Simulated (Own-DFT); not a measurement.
# One host, several defects: zincblende GaAs

No measurement is shown. These are fixed-geometry runs of a retired plane-wave code named Own-DFT, which no person has reviewed; spin and spin-orbit coupling are neglected.

Common settings: PBE; PseudoDojo norm-conserving scalar-relativistic files; cutoff 42 hartree; 3 x 3 x 3 k mesh centred on Gamma; Fermi-Dirac smearing of 0.1 eV.

Keep in mind (not all hold for every row): not probed for a lower state with spin; forces not confirmed at this smearing and k mesh; stress not checked against mesh or cutoff.

All runs share one cell, with vectors in Å (11.737, 0.000, 0.000); (0.000, 11.737, 0.000); (0.000, 0.000, 10.919) and a volume of 1504.3 Å³, strained against the parent crystal. The atoms are randomly displaced, by u rms on each axis. The defect's site can differ from row to row.

| cell | formula | u (Å) | P (GPa) |
|---|---|---|---|
| no defect | As32Ga32 | 0.0289 | 0.72 |
| no defect | As32Ga32 | 0.0298 | 0.75 |
| no defect | As32Ga32 | 0.0504 | 1.11 |
| one In on a Ga site | As32Ga31In | 0.0302 | 1.35 |
| one In on a Ga site | As32Ga31In | 0.0313 | ? |
| one In on a Ga site | As32Ga31In | 0.0486 | 1.64 |
| one In on a Ga site | As32Ga31In | 0.0506 | 1.62 |
| one As vacancy and one Ga vacancy | As31Ga31 | 0.0306 | 0.45 |
| one As vacancy and one Ga vacancy | As31Ga31 | 0.0494 | 0.74 |
| one As vacancy and one Ga vacancy | As31Ga31 | 0.0541 | 0.69 |
| one P on an As site | As31Ga32P | 0.0302 | 0.53 |
| one P on an As site | As31Ga32P | 0.0463 | 0.76 |
| one P on an As site | As31Ga32P | 0.0520 | 0.85 |
| one Al on a Ga site | AlAs32Ga31 | 0.0295 | 0.73 |
| one Al on a Ga site | AlAs32Ga31 | 0.0306 | 0.76 |
| one Al on a Ga site | AlAs32Ga31 | 0.0527 | 1.13 |

## Working it out

P = P0 + c u² + a shift for each defect gives P0 = 0.60 GPa, c = 185 ± 14 GPa/Å² and a scatter of 0.05 GPa. The shifts, and each times the cell's volume:

- one In on a Ga site: 0.58 ± 0.04 GPa, 5.4 eV
- one Al on a Ga site: 0.00 ± 0.04 GPa, 0.0 eV (not resolved)
- one P on an As site: -0.24 ± 0.04 GPa, -2.2 eV
- one As vacancy and one Ga vacancy: -0.36 ± 0.04 GPa, -3.4 eV

Positive is outwards. The product with the volume (160.2 GPa Å³ to the eV) is nearly free of the cell's size; divided by the bulk modulus at the cell's pressure it gives the volume that the defect adds. The atoms around the defects weren't relaxed, which would change these numbers.

## Prediction

Question: what pressure belongs in the blank (one In on a Ga site, u = 0.0313 Å)?

The fitted form gives 1.36 ± 0.05 GPa. The calculation gave 1.43 GPa.
